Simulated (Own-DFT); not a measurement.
# Which way do the neighbours of a vacancy move? hexagonal WC, 63 atoms (C31W32), with one C vacancy

All numbers below are calculated, not measured. The program, named Own-DFT, is a retired in-house plane-wave density functional code that no person has reviewed. Each row is one single-point run on a periodic cell that was not relaxed, without spin or spin-orbit coupling.

Settings of every run: PBE; PseudoDojo norm-conserving scalar-relativistic files; cutoff 50 hartree; 4 x 4 x 4 k mesh centred on Gamma; cold (Marzari-Vanderbilt) smearing of 0.2 eV.

Known limits: forces on such cells moved up to 12 meV/angstrom on a denser k mesh; stress not checked against mesh or cutoff.

Cell vectors in Å: (5.833, -5.052, -2.839); (0.000, -5.052, 8.518); (-5.833, -5.052, -2.839). Every atom was also moved at random, by a Gaussian of width 0.05 Å on each axis. The defect's site can differ from row to row. The empty site has 6 nearest neighbours, all W. For each, d is its distance from the empty site and R the part of its force along the line away from it, positive outwards. The last column is the rms force component on atoms over 4.5 Å away.

| run | d1 (Å) | d2 (Å) | d3 (Å) | d4 (Å) | d5 (Å) | d6 (Å) | R1 (eV/Å) | R2 (eV/Å) | R3 (eV/Å) | R4 (eV/Å) | R5 (eV/Å) | R6 (eV/Å) | far F (eV/Å) |
|---|---|---|---|---|---|---|---|---|---|---|---|---|---|
| 1 | 2.092 | 2.152 | 2.171 | 2.182 | 2.201 | 2.286 | 2.45 | 0.38 | 1.49 | 0.13 | 1.59 | -2.08 | 1.21 |
| 2 | 2.148 | 2.187 | 2.203 | 2.229 | 2.244 | 2.247 | 1.86 | 0.52 | -0.27 | -0.22 | -0.29 | 0.01 | 1.57 |
| 3 | 2.155 | 2.172 | 2.188 | 2.218 | 2.221 | 2.242 | 1.97 | 1.09 | 1.44 | 0.17 | 0.47 | 0.57 | 1.37 |
| 4 | 2.157 | 2.162 | 2.185 | 2.194 | 2.255 | 2.286 | 1.36 | 1.39 | 0.60 | 0.38 | -1.08 | -0.87 | 1.17 |
| 5 | 2.136 | 2.183 | 2.188 | 2.211 | 2.221 | 2.245 | 2.24 | 1.58 | 0.74 | -0.36 | -0.10 | 0.43 | 1.60 |
| 6 | 2.114 | 2.177 | 2.181 | 2.221 | 2.246 | 2.269 | 2.28 | 0.76 | 0.95 | -0.06 | -0.74 | -1.40 | 1.53 |
| 7 | 2.100 | 2.153 | 2.188 | 2.189 | 2.197 | 2.218 | 2.36 | 1.02 | 1.49 | 0.53 | -0.58 | 0.36 | 1.35 |
| 8 | 2.109 | 2.193 | 2.230 | 2.234 | 2.246 | 2.247 | 2.21 | -0.13 | -0.11 | 0.41 | -0.47 | -1.17 | 1.42 |
| 9 | 2.115 | 2.152 | 2.181 | 2.197 | 2.207 | 2.257 | 2.41 | 2.32 | 1.21 | 1.44 | 0.72 | -0.81 | 1.71 |
| 10 | 2.106 | 2.212 | 2.232 | 2.235 | 2.263 | 2.270 | ? | ? | ? | ? | ? | ? | ? |

## Worked fit

A straight line through the 54 neighbours shown gives R = 0.60 - 20.8 (d - 2.196) eV/Å, with a scatter of 0.53 left by the moves of the other atoms. The slope, with an error of 1.6, is the pull back towards the neighbour's own site. The constant, 0.60 ± 0.07 eV/Å, is the force at the mean distance: with one bond gone, the neighbours are pushed outwards, away from the empty site. It shows how a relaxation would start, not where it would end, and it depends somewhat on the width of the random moves.

## Withheld run

Question: what mean R should the neighbours of run 10 feel? Their mean d is 2.220 Å.

The line gives 0.11 ± 0.26 eV/Å, by the scatter of the means of the runs shown. The calculation gave R = 2.83, 0.57, -0.59, 0.09, -1.79, -0.70, a mean of 0.07 eV/Å.
